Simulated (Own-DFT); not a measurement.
# Computed records: GaP (zincblende, atoms displaced)

All values are calculated (Own-DFT development build). A calculation, not a measurement: plane-wave PBE density functional theory by an unreviewed code, no spin, of a simulated periodic cell, stress positive in tension, free energy of the whole cell less one offset for each atom, forces on such cells passed a denser k mesh, this cell's mesh not checked; offsets are fitted by least squares, one for each functional and potential file, so energies compare only between cells with the same atoms and settings and are not formation energies; the far tail of each file's local potential was reset to the Coulomb form; each entry is a single point on an unrelaxed cell, so the pressure reflects the starting lattice, mostly measured values (interpolated for alloys), from which strain is counted, and rises with the displacements; printed positions are rounded, which can move forces by about a meV/angstrom; the program, named Own-DFT, is a retired in-house code; no spin-orbit coupling.

Common to all runs: functional PBE; potential files PseudoDojo norm-conserving, scalar-relativistic, standard set; wave cutoff 42 hartree; occupations Fermi-Dirac; smearing width 0.1 eV; k mesh 3 x 3 x 3 centred on Gamma.

```json
{"entry": 1, "formula": "GaP", "kind": "zincblende, atoms displaced", "structure": {"cell_angstrom": [[10.901, 0.0, 0.0], [0.0, 10.901, 0.0], [0.0, 0.0, 10.901]], "atoms_fractional": [["Ga", 0.99338, 0.99432, 0.01423], ["Ga", 0.01275, 0.23822, 0.24691], ["Ga", 0.24778, 0.98993, 0.24345], ["Ga", 0.2486, 0.26703, 0.02939], ["P", 0.1069, 0.14428, 0.12571], ["P", 0.14371, 0.38842, 0.39305], ["P", 0.38466, 0.09462, 0.36877], ["P", 0.38453, 0.40935, 0.12878], ["Ga", 0.00638, 0.02007, 0.49978], ["Ga", 0.99173, 0.23963, 0.7635], ["Ga", 0.23157, 0.01034, 0.73813], ["Ga", 0.25117, 0.24863, 0.48352], ["P", 0.12067, 0.11238, 0.59945], ["P", 0.11108, 0.39108, 0.89778], ["P", 0.37278, 0.12425, 0.89699], ["P", 0.36652, 0.37933, 0.62369], ["Ga", 0.99877, 0.48937, 0.0082], ["Ga", 0.9961, 0.75497, 0.24466], ["Ga", 0.26027, 0.49371, 0.2288], ["Ga", 0.28351, 0.75565, 0.01243], ["P", 0.13147, 0.62201, 0.12298], ["P", 0.13473, 0.87276, 0.38712], ["P", 0.39351, 0.62557, 0.3591], ["P", 0.36676, 0.86871, 0.14621], ["Ga", 0.01675, 0.50693, 0.50433], ["Ga", 0.98118, 0.7567, 0.75931], ["Ga", 0.2432, 0.49306, 0.75014], ["Ga", 0.26471, 0.73022, 0.48108], ["P", 0.12452, 0.63116, 0.63015], ["P", 0.12975, 0.89542, 0.84807], ["P", 0.35033, 0.63673, 0.84642], ["P", 0.38918, 0.86135, 0.6167], ["Ga", 0.49779, 0.99416, 0.98805], ["Ga", 0.49935, 0.24245, 0.2608], ["Ga", 0.73325, 0.9892, 0.26361], ["Ga", 0.73315, 0.22497, 0.99584], ["P", 0.61326, 0.13451, 0.13406], ["P", 0.61498, 0.3583, 0.35333], ["P", 0.86232, 0.13368, 0.40039], ["P", 0.86353, 0.38235, 0.12971], ["Ga", 0.51177, 0.99241, 0.50053], ["Ga", 0.49233, 0.26218, 0.75019], ["Ga", 0.73845, 0.99051, 0.75277], ["Ga", 0.73835, 0.24849, 0.48981], ["P", 0.62697, 0.12718, 0.63425], ["P", 0.62159, 0.36433, 0.89643], ["P", 0.86766, 0.12883, 0.89064], ["P", 0.88977, 0.35391, 0.62665], ["Ga", 0.49816, 0.5095, 0.98847], ["Ga", 0.48927, 0.75954, 0.2722], ["Ga", 0.75546, 0.48247, 0.26399], ["Ga", 0.74482, 0.73846, 0.99419], ["P", 0.64356, 0.60329, 0.14334], ["P", 0.63261, 0.89192, 0.38136], ["P", 0.89705, 0.61296, 0.36964], ["P", 0.87004, 0.87307, 0.13002], ["Ga", 0.47085, 0.50894, 0.49746], ["Ga", 0.50632, 0.77246, 0.76275], ["Ga", 0.76232, 0.49342, 0.75609], ["Ga", 0.74286, 0.7611, 0.50122], ["P", 0.62558, 0.65137, 0.61918], ["P", 0.62746, 0.87305, 0.88288], ["P", 0.89373, 0.63138, 0.88529], ["P", 0.91079, 0.8722, 0.64256]]}, "results": {"free_energy_of_cell_above_offsets [eV]": "-13.619", "pressure [GPa]": 7.5, "stress_xx [GPa]": -7.11, "stress_yy [GPa]": -7.55, "stress_zz [GPa]": -7.83, "stress_yz [GPa]": 0.54, "stress_xz [GPa]": 1.63, "stress_xy [GPa]": 1.16, "force_element": ["Ga", "Ga", "Ga", "Ga", "P", "P", "P", "P", "Ga", "Ga", "Ga", "Ga", "P", "P", "P", "P", "Ga", "Ga", "Ga", "Ga", "P", "P", "P", "P", "Ga", "Ga", "Ga", "Ga", "P", "P", "P", "P", "Ga", "Ga", "Ga", "Ga", "P", "P", "P", "P", "Ga", "Ga", "Ga", "Ga", "P", "P", "P", "P", "Ga", "Ga", "Ga", "Ga", "P", "P", "P", "P", "Ga", "Ga", "Ga", "Ga", "P", "P", "P", "P"], "force_x [eV/angstrom]": [0.7, -4.478, -2.351, 0.561, 4.204, -0.562, -0.91, 3.299, -4.211, 1.42, 3.684, 1.206, 4.542, 3.572, -1.699, -0.035, -2.335, 1.568, -4.338, -3.107, -0.322, -1.237, -3.54, 3.091, -1.049, 4.536, -1.787, -0.851, 0.585, -2.149, 2.986, -1.444, 0.144, -3.333, 3.708, 0.383, 0.498, 1.568, 2.342, 1.337, -1.049, 0.537, 2.307, -1.395, -0.92, -0.202, 0.779, -1.438, 0.384, 4.21, 0.667, 0.629, -2.246, -2.191, -2.142, -1.175, 3.054, -1.193, -0.212, 3.147, -1.068, 0.604, -1.831, -5.452], "force_y [eV/angstrom]": [0.528, 4.616, 1.816, 0.316, -4.835, -0.12, 2.356, -5.38, -4.974, 0.15, 1.252, -1.885, 5.812, -4.005, 1.478, -1.106, 3.024, -0.687, 3.044, -1.897, 1.186, 0.19, -2.58, 0.919, -0.586, -3.165, -0.213, 0.806, 0.345, -3.018, 0.773, 1.354, 0.267, -1.224, 4.04, 1.966, -2.968, 3.071, -2.535, -2.756, 1.165, -0.874, 0.686, 1.94, 0.18, 1.413, -2.512, 2.095, 1.233, 1.991, 0.935, -0.584, 2.75, -4.382, 0.787, 0.096, -0.767, -2.208, 0.16, -0.051, -2.916, 0.211, -1.501, 4.775], "force_z [eV/angstrom]": [-1.657, 5.119, 1.151, -1.246, -3.066, -3.337, 0.186, -2.366, -3.301, -0.004, -1.358, 1.026, 4.761, -3.906, -2.129, 0.013, 2.93, 0.692, 4.382, -2.401, -0.284, -1.196, 0.423, -1.477, 0.973, 2.819, -0.148, 1.878, 0.136, 4.726, 2.184, -0.038, 2.574, -1.816, -3.779, 1.88, -0.816, 4.266, -3.895, -1.081, 2.242, 0.946, -0.44, 2.534, -0.522, -2.381, -1.282, -0.96, -0.296, -2.118, 1.048, 1.64, -1.786, 1.44, 0.612, -0.064, 1.19, -1.702, -0.355, -0.342, 1.667, 1.035, 0.402, -5.327]}}
{"entry": 2, "formula": "GaP", "kind": "zincblende, atoms displaced", "structure": {"cell_angstrom": [[10.901, 0.0, 0.0], [0.0, 10.901, 0.0], [0.0, 0.0, 10.901]], "atoms_fractional": [["Ga", 0.99741, 0.97924, 0.00645], ["Ga", 0.00976, 0.25123, 0.2635], ["Ga", 0.24061, 0.022, 0.2416], ["Ga", 0.24512, 0.26189, 0.98692], ["P", 0.11114, 0.13678, 0.10483], ["P", 0.10539, 0.37737, 0.38605], ["P", 0.38366, 0.11113, 0.35036], ["P", 0.37207, 0.39402, 0.10998], ["Ga", 0.99975, 0.00282, 0.50882], ["Ga", 0.00314, 0.2515, 0.76247], ["Ga", 0.24484, 0.9927, 0.76705], ["Ga", 0.25413, 0.24562, 0.51609], ["P", 0.14831, 0.12097, 0.63082], ["P", 0.1384, 0.36912, 0.84677], ["P", 0.35453, 0.12503, 0.88584], ["P", 0.38185, 0.36617, 0.64079], ["Ga", 0.00533, 0.5199, 0.99798], ["Ga", 0.98579, 0.75471, 0.25766], ["Ga", 0.24645, 0.512, 0.24378], ["Ga", 0.25619, 0.72095, 0.9913], ["P", 0.1105, 0.6225, 0.15185], ["P", 0.12143, 0.86845, 0.39501], ["P", 0.35314, 0.64546, 0.37352], ["P", 0.36022, 0.86959, 0.12626], ["Ga", 0.01659, 0.50142, 0.52318], ["Ga", 0.98202, 0.76557, 0.75462], ["Ga", 0.25141, 0.48831, 0.7525], ["Ga", 0.25472, 0.74552, 0.51256], ["P", 0.12497, 0.61306, 0.62276], ["P", 0.11393, 0.8461, 0.89906], ["P", 0.37129, 0.62625, 0.88246], ["P", 0.37947, 0.90757, 0.64371], ["Ga", 0.50235, 0.01371, 0.02714], ["Ga", 0.49977, 0.24201, 0.26388], ["Ga", 0.78392, 0.9798, 0.24428], ["Ga", 0.76204, 0.255, 0.01338], ["P", 0.63147, 0.13598, 0.12381], ["P", 0.62991, 0.34582, 0.3529], ["P", 0.87396, 0.1337, 0.38153], ["P", 0.88064, 0.37322, 0.13917], ["Ga", 0.51299, 0.02092, 0.50477], ["Ga", 0.52163, 0.28249, 0.74307], ["Ga", 0.73889, 0.9914, 0.76263], ["Ga", 0.74304, 0.22815, 0.48638], ["P", 0.63438, 0.10437, 0.64438], ["P", 0.64345, 0.37397, 0.8792], ["P", 0.87961, 0.1264, 0.85671], ["P", 0.87358, 0.40554, 0.63213], ["Ga", 0.52566, 0.48832, 0.99857], ["Ga", 0.49667, 0.75036, 0.26239], ["Ga", 0.732, 0.48542, 0.25142], ["Ga", 0.74167, 0.75083, 0.00354], ["P", 0.63974, 0.64489, 0.1667], ["P", 0.64344, 0.88363, 0.37259], ["P", 0.88072, 0.60902, 0.38205], ["P", 0.86286, 0.86937, 0.11114], ["Ga", 0.50209, 0.48917, 0.49324], ["Ga", 0.51518, 0.73412, 0.74256], ["Ga", 0.77024, 0.49349, 0.75666], ["Ga", 0.76842, 0.7442, 0.51153], ["P", 0.6045, 0.60386, 0.62846], ["P", 0.62529, 0.8848, 0.87746], ["P", 0.867, 0.6401, 0.87914], ["P", 0.86743, 0.87335, 0.63835]]}, "results": {"free_energy_of_cell_above_offsets [eV]": "-16.464", "pressure [GPa]": 6.71, "stress_xx [GPa]": -7.49, "stress_yy [GPa]": -6.2, "stress_zz [GPa]": -6.44, "stress_yz [GPa]": -1.69, "stress_xz [GPa]": 1.01, "stress_xy [GPa]": -0.57, "force_element": ["Ga", "Ga", "Ga", "Ga", "P", "P", "P", "P", "Ga", "Ga", "Ga", "Ga", "P", "P", "P", "P", "Ga", "Ga", "Ga", "Ga", "P", "P", "P", "P", "Ga", "Ga", "Ga", "Ga", "P", "P", "P", "P", "Ga", "Ga", "Ga", "Ga", "P", "P", "P", "P", "Ga", "Ga", "Ga", "Ga", "P", "P", "P", "P", "Ga", "Ga", "Ga", "Ga", "P", "P", "P", "P", "Ga", "Ga", "Ga", "Ga", "P", "P", "P", "P"], "force_x [eV/angstrom]": [0.192, -0.967, -1.356, 0.265, 0.162, 3.57, -0.627, 0.055, 0.223, -0.273, -1.07, 0.601, -3.088, -2.53, 2.806, -1.116, -0.248, 0.074, 0.693, -2.919, -0.023, -0.328, 2.337, 0.834, -3.04, 2.143, 1.919, -0.608, 2.808, 1.067, 3.897, 1.194, -1.745, -1.761, -2.7, 0.553, 0.84, 0.337, 2.552, 0.305, -0.966, 0.884, 3.211, -1.22, -1.216, 0.989, -0.922, 1.936, -1.251, -0.85, 2.585, -1.556, -0.386, -0.85, -0.608, 2.496, -1.276, -2.269, -3.279, -1.656, 3.514, -2.302, 0.204, -0.235], "force_y [eV/angstrom]": [2.05, -0.879, -2.177, 0.23, -0.177, -0.061, 0.44, -1.363, 0.209, -0.006, -0.231, 0.712, -0.729, 0.32, -0.166, 1.482, -1.348, 0.18, -1.678, 2.745, 1.211, 1.053, -2.616, 0.194, -1.437, -1.856, 3.269, 1.989, 3.767, 1.095, -3.243, -3.218, -1.135, -0.045, 3.323, -0.795, -0.634, 2.53, -2.798, 1.073, -1.729, -3.636, 0.043, 1.58, 4.458, -0.03, -1.29, -5.087, 2.27, 1.987, 0.716, -0.5, -1.074, -0.705, 0.184, -1.264, -0.463, 2.973, 2.879, -0.885, -0.161, -2.284, -1.235, 1.974], "force_z [eV/angstrom]": [-1.045, -1.259, -0.797, 1.196, 1.502, 0.37, 3.461, 1.411, 0.361, -2.981, 1.392, -2.283, 0.739, 3.891, -0.12, -3.004, 0.017, 0.743, 1.327, 4.236, -2.671, -1.588, -0.364, 0.049, -3.14, 0.666, -1.433, 1.947, 3.604, -1.782, -3.369, -1.807, -1.73, -4.171, 2.379, -1.046, 1.396, 3.859, -1.759, -0.997, -1.179, 1.376, 0.07, 3.145, -1.835, 0.055, 2.598, -2.896, 1.07, 0.281, 0.051, -0.465, -3.038, 1.217, 0.185, 0.137, -1.108, 1.64, 2.566, -1.147, -0.748, 2.105, 0.094, -1.379]}}
{"entry": 3, "formula": "GaP", "kind": "zincblende, atoms displaced", "structure": {"cell_angstrom": [[10.901, 0.0, 0.0], [0.0, 10.901, 0.0], [0.0, 0.0, 10.901]], "atoms_fractional": [["Ga", 0.98759, 0.00246, 0.9922], ["Ga", 0.00418, 0.23749, 0.25238], ["Ga", 0.2442, 0.01334, 0.22175], ["Ga", 0.23625, 0.2462, 0.98702], ["P", 0.0945, 0.13699, 0.12585], ["P", 0.15003, 0.40168, 0.38293], ["P", 0.37866, 0.12228, 0.3728], ["P", 0.38407, 0.38008, 0.11616], ["Ga", 0.02309, 0.00161, 0.48337], ["Ga", 0.00964, 0.24112, 0.73094], ["Ga", 0.23515, 0.03298, 0.75957], ["Ga", 0.23483, 0.25122, 0.50973], ["P", 0.13584, 0.117, 0.59798], ["P", 0.14442, 0.36658, 0.88511], ["P", 0.36453, 0.14087, 0.8752], ["P", 0.35259, 0.35856, 0.6379], ["Ga", 0.98834, 0.5097, 0.00614], ["Ga", 0.01905, 0.75095, 0.25825], ["Ga", 0.23815, 0.51054, 0.25109], ["Ga", 0.22901, 0.72148, 0.99617], ["P", 0.12629, 0.60766, 0.11612], ["P", 0.10416, 0.88525, 0.37534], ["P", 0.36632, 0.64251, 0.39839], ["P", 0.37042, 0.87242, 0.14563], ["Ga", 0.99413, 0.50775, 0.48206], ["Ga", 0.98145, 0.74291, 0.73219], ["Ga", 0.26398, 0.4829, 0.74222], ["Ga", 0.25078, 0.74526, 0.51448], ["P", 0.12952, 0.64137, 0.62719], ["P", 0.11582, 0.88456, 0.87764], ["P", 0.35562, 0.62037, 0.8723], ["P", 0.35994, 0.8756, 0.62637], ["Ga", 0.52768, 0.98519, 0.99583], ["Ga", 0.50059, 0.24376, 0.25764], ["Ga", 0.75133, 0.98529, 0.23625], ["Ga", 0.76138, 0.23613, 0.00533], ["P", 0.61682, 0.13325, 0.11677], ["P", 0.63338, 0.38761, 0.37285], ["P", 0.87636, 0.11078, 0.38247], ["P", 0.86337, 0.37745, 0.13949], ["Ga", 0.53031, 0.97755, 0.49904], ["Ga", 0.46146, 0.23516, 0.74466], ["Ga", 0.74342, 0.0279, 0.74053], ["Ga", 0.746, 0.22125, 0.51234], ["P", 0.63071, 0.12755, 0.61717], ["P", 0.63346, 0.35584, 0.88823], ["P", 0.88264, 0.13418, 0.88857], ["P", 0.88105, 0.38597, 0.60298], ["Ga", 0.5035, 0.53575, 0.00757], ["Ga", 0.49199, 0.75742, 0.26444], ["Ga", 0.76766, 0.48396, 0.24884], ["Ga", 0.739, 0.77299, 0.98181], ["P", 0.63822, 0.59788, 0.12885], ["P", 0.63576, 0.88924, 0.37422], ["P", 0.85199, 0.62191, 0.37332], ["P", 0.87995, 0.87115, 0.13198], ["Ga", 0.49536, 0.5336, 0.49918], ["Ga", 0.50118, 0.75237, 0.74859], ["Ga", 0.77402, 0.50014, 0.746], ["Ga", 0.73221, 0.76635, 0.50941], ["P", 0.63598, 0.60026, 0.62849], ["P", 0.63803, 0.87772, 0.88406], ["P", 0.88077, 0.65293, 0.89561], ["P", 0.85432, 0.87523, 0.63769]]}, "results": {"free_energy_of_cell_above_offsets [eV]": "-9.544", "pressure [GPa]": 8.69, "stress_xx [GPa]": -8.12, "stress_yy [GPa]": -8.35, "stress_zz [GPa]": -9.59, "stress_yz [GPa]": -0.12, "stress_xz [GPa]": 1.81, "stress_xy [GPa]": 2.78, "force_element": ["Ga", "Ga", "Ga", "Ga", "P", "P", "P", "P", "Ga", "Ga", "Ga", "Ga", "P", "P", "P", "P", "Ga", "Ga", "Ga", "Ga", "P", "P", "P", "P", "Ga", "Ga", "Ga", "Ga", "P", "P", "P", "P", "Ga", "Ga", "Ga", "Ga", "P", "P", "P", "P", "Ga", "Ga", "Ga", "Ga", "P", "P", "P", "P", "Ga", "Ga", "Ga", "Ga", "P", "P", "P", "P", "Ga", "Ga", "Ga", "Ga", "P", "P", "P", "P"], "force_x [eV/angstrom]": [0.649, -2.542, -0.472, 2.182, 3.85, -2.85, -0.827, -0.918, -5.023, -0.288, 0.25, 2.661, -2.069, -4.929, 0.516, 2.945, -0.56, -2.333, 3.887, 1.254, -1.652, 5.87, 0.191, 0.118, 1.024, 0.954, -3.259, -1.342, -1.698, 0.473, 2.504, 2.271, -3.797, -0.013, -0.053, -1.233, 0.966, -1.559, -0.441, 4.673, -4.659, 5.005, 2.049, 3.665, -6.177, -0.876, -0.1, 0.028, -1.96, 1.43, -3.346, 4.444, 0.623, 0.776, 1.78, 0.366, 0.959, -0.446, -0.255, 0.644, -0.857, -3.572, 0.034, 1.065], "force_y [eV/angstrom]": [-1.521, 3.872, 0.672, -1.5, -2.793, -2.92, -0.516, -0.136, 2.21, 1.333, -2.586, 1.915, -0.973, 4.16, -4.106, -0.072, -2.289, -1.933, -0.263, 3.696, 1.217, -3.831, -0.862, -0.593, 0.906, 0.893, 3.192, 2.875, -3.113, -0.809, 0.515, 1.748, 2.036, 1.968, 2.403, 1.989, -1.43, -1.757, 0.783, -4.148, 2.661, 1.566, -1.708, 5.052, -1.39, 1.74, -0.168, -2.299, -3.088, -0.902, 2.918, -5.157, 4.246, -3.24, 2.153, -0.848, -3.442, -0.638, -1.061, -1.947, 2.939, 3.095, -1.895, 1.185], "force_z [eV/angstrom]": [1.601, 3.704, 1.973, 5.164, -3.659, 1.122, 0.872, 0.807, 3.493, 0.672, -0.061, -3.368, 3.169, -3.912, 2.745, -4.338, -0.553, -1.241, -1.284, -0.838, 2.454, -3.006, -3.678, -3.173, 0.198, 1.47, 2.711, -0.65, 0.895, -0.786, -0.611, 1.052, 2.505, -0.392, 0.03, 1.057, 0.97, 1.354, -0.915, -4.193, 2.632, -0.829, 2.793, -4.13, 2.69, -1.761, -3.761, 1.428, -1.992, 0.173, 3.167, 6.528, 1.095, -2.756, 0.325, -1.562, 0.15, 0.021, 2.195, -0.098, 0.634, -7.411, -1.95, -0.939]}}
{"entry": 4, "formula": "GaP", "kind": "zincblende, atoms displaced", "structure": {"cell_angstrom": [[10.901, 0.0, 0.0], [0.0, 10.901, 0.0], [0.0, 0.0, 10.901]], "atoms_fractional": [["Ga", 0.9869, 0.00428, 0.01019], ["Ga", 0.01228, 0.26278, 0.26474], ["Ga", 0.23059, 0.00241, 0.24443], ["Ga", 0.25063, 0.25858, 0.9944], ["P", 0.12593, 0.10274, 0.11591], ["P", 0.12085, 0.38052, 0.35479], ["P", 0.40943, 0.13013, 0.36082], ["P", 0.36247, 0.35751, 0.12933], ["Ga", 0.01798, 0.99344, 0.528], ["Ga", 0.99808, 0.25063, 0.75008], ["Ga", 0.2606, 0.00823, 0.73654], ["Ga", 0.22805, 0.25216, 0.49748], ["P", 0.11915, 0.09384, 0.61521], ["P", 0.1343, 0.37575, 0.84779], ["P", 0.37221, 0.12307, 0.8736], ["P", 0.37472, 0.36018, 0.61284], ["Ga", 0.97622, 0.49378, 0.00789], ["Ga", 0.98014, 0.7612, 0.24211], ["Ga", 0.24899, 0.494, 0.24213], ["Ga", 0.25222, 0.74061, 0.02127], ["P", 0.12972, 0.63982, 0.12637], ["P", 0.09958, 0.87058, 0.37744], ["P", 0.36608, 0.61919, 0.36452], ["P", 0.36791, 0.87461, 0.11759], ["Ga", 0.9929, 0.48942, 0.48038], ["Ga", 0.00261, 0.74215, 0.75584], ["Ga", 0.25676, 0.49586, 0.74753], ["Ga", 0.24034, 0.72565, 0.47525], ["P", 0.11266, 0.62202, 0.62998], ["P", 0.11919, 0.87963, 0.87938], ["P", 0.37935, 0.62843, 0.89627], ["P", 0.39459, 0.88122, 0.62155], ["Ga", 0.49674, 0.97515, 0.97608], ["Ga", 0.49639, 0.25863, 0.27028], ["Ga", 0.76803, 0.00069, 0.23852], ["Ga", 0.74543, 0.25534, 0.97889], ["P", 0.63932, 0.12609, 0.12064], ["P", 0.61818, 0.37761, 0.3907], ["P", 0.90351, 0.10319, 0.36928], ["P", 0.87991, 0.40503, 0.14297], ["Ga", 0.51048, 0.9874, 0.49738], ["Ga", 0.49968, 0.26521, 0.75877], ["Ga", 0.7635, 0.99417, 0.73838], ["Ga", 0.74294, 0.2325, 0.50022], ["P", 0.63092, 0.13403, 0.60621], ["P", 0.60794, 0.37897, 0.8852], ["P", 0.8799, 0.14081, 0.85671], ["P", 0.87113, 0.38475, 0.6357], ["Ga", 0.50654, 0.4938, 0.00402], ["Ga", 0.49506, 0.75148, 0.25522], ["Ga", 0.78027, 0.52395, 0.25056], ["Ga", 0.74855, 0.77005, 0.01566], ["P", 0.62503, 0.65635, 0.13174], ["P", 0.61047, 0.87792, 0.38717], ["P", 0.87204, 0.62465, 0.38284], ["P", 0.86143, 0.86875, 0.11162], ["Ga", 0.50152, 0.51198, 0.492], ["Ga", 0.52532, 0.76902, 0.7679], ["Ga", 0.76251, 0.51095, 0.73484], ["Ga", 0.7255, 0.75, 0.49492], ["P", 0.63733, 0.61436, 0.61865], ["P", 0.64925, 0.8704, 0.87009], ["P", 0.85738, 0.60257, 0.8592], ["P", 0.8694, 0.86536, 0.6209]]}, "results": {"free_energy_of_cell_above_offsets [eV]": "-12.328", "pressure [GPa]": 8.46, "stress_xx [GPa]": -8.45, "stress_yy [GPa]": -8.39, "stress_zz [GPa]": -8.54, "stress_yz [GPa]": -2.2, "stress_xz [GPa]": -0.65, "stress_xy [GPa]": -3.09, "force_element": ["Ga", "Ga", "Ga", "Ga", "P", "P", "P", "P", "Ga", "Ga", "Ga", "Ga", "P", "P", "P", "P", "Ga", "Ga", "Ga", "Ga", "P", "P", "P", "P", "Ga", "Ga", "Ga", "Ga", "P", "P", "P", "P", "Ga", "Ga", "Ga", "Ga", "P", "P", "P", "P", "Ga", "Ga", "Ga", "Ga", "P", "P", "P", "P", "Ga", "Ga", "Ga", "Ga", "P", "P", "P", "P", "Ga", "Ga", "Ga", "Ga", "P", "P", "P", "P"], "force_x [eV/angstrom]": [-0.223, -3.377, 2.574, -1.306, -0.793, 2.78, -5.862, 1.908, -8.123, 1.786, 0.133, 1.215, 6.726, -1.462, 0.775, -0.253, 3.272, 1.027, 0.04, 0.621, -3.283, 2.034, 1.625, 1.02, 0.251, -0.982, 1.443, -1.548, 1.607, 0.552, 0.348, -1.729, 0.218, 3.319, -1.535, 0.438, -0.957, 2.092, -0.983, -0.365, -1.963, -0.738, -0.78, 4.105, -3.17, 2.77, -1.552, 1.553, -1.74, -1.022, -5.302, -3.187, 0.417, 3.179, 0.979, 4.616, -0.956, -3.117, -3.952, 1.952, -2.583, 1.074, 3.546, 0.847], "force_y [eV/angstrom]": [-0.302, -4.357, -1.474, -1.55, 4.383, 1.974, -5.335, 1.546, -7.186, 1.066, -1.404, -1.01, 9.558, -0.977, 0.378, 1.658, 2.244, -1.386, 0.94, 1.771, -2.727, -0.035, -0.79, 0.792, 0.397, 0.748, 1.661, 1.903, -1.042, -0.412, -0.248, -1.807, 1.539, 3.434, 0.69, -0.431, 0.118, 0.325, 1.454, -5.937, 4.483, -1.994, 1.797, 3.261, -3.498, 0.173, -2.462, -3.126, 1.992, 1.288, 0.282, -4.979, -3.31, -2.032, 3.165, 3.471, -0.68, -3.224, -2.544, 0.004, 1.339, 2.635, 4.604, -0.813], "force_z [eV/angstrom]": [-2.302, -3.648, 2.206, -1.079, -0.6, 3.863, 3.733, 0.448, -6.809, -2.188, 1.031, -0.442, 6.025, 3.207, -0.177, 0.389, -3.449, 0.63, -1.119, -3.066, 1.632, -0.432, -0.456, 1.553, 2.286, 0.573, -1.123, 2.224, -1.699, -0.125, -1.971, 1.033, 1.191, -4.129, 1.128, 1.543, -0.273, -1.729, 0.918, -0.369, 1.927, -1.398, -0.165, -3.071, 4.854, -1.98, 2.525, -3.076, 2.425, 0.042, -0.062, -4.36, -0.127, -4.626, 1.337, 3.194, 0.933, -2.736, -1.148, 0.221, 0.695, 1.013, 5.441, -0.285]}}
```
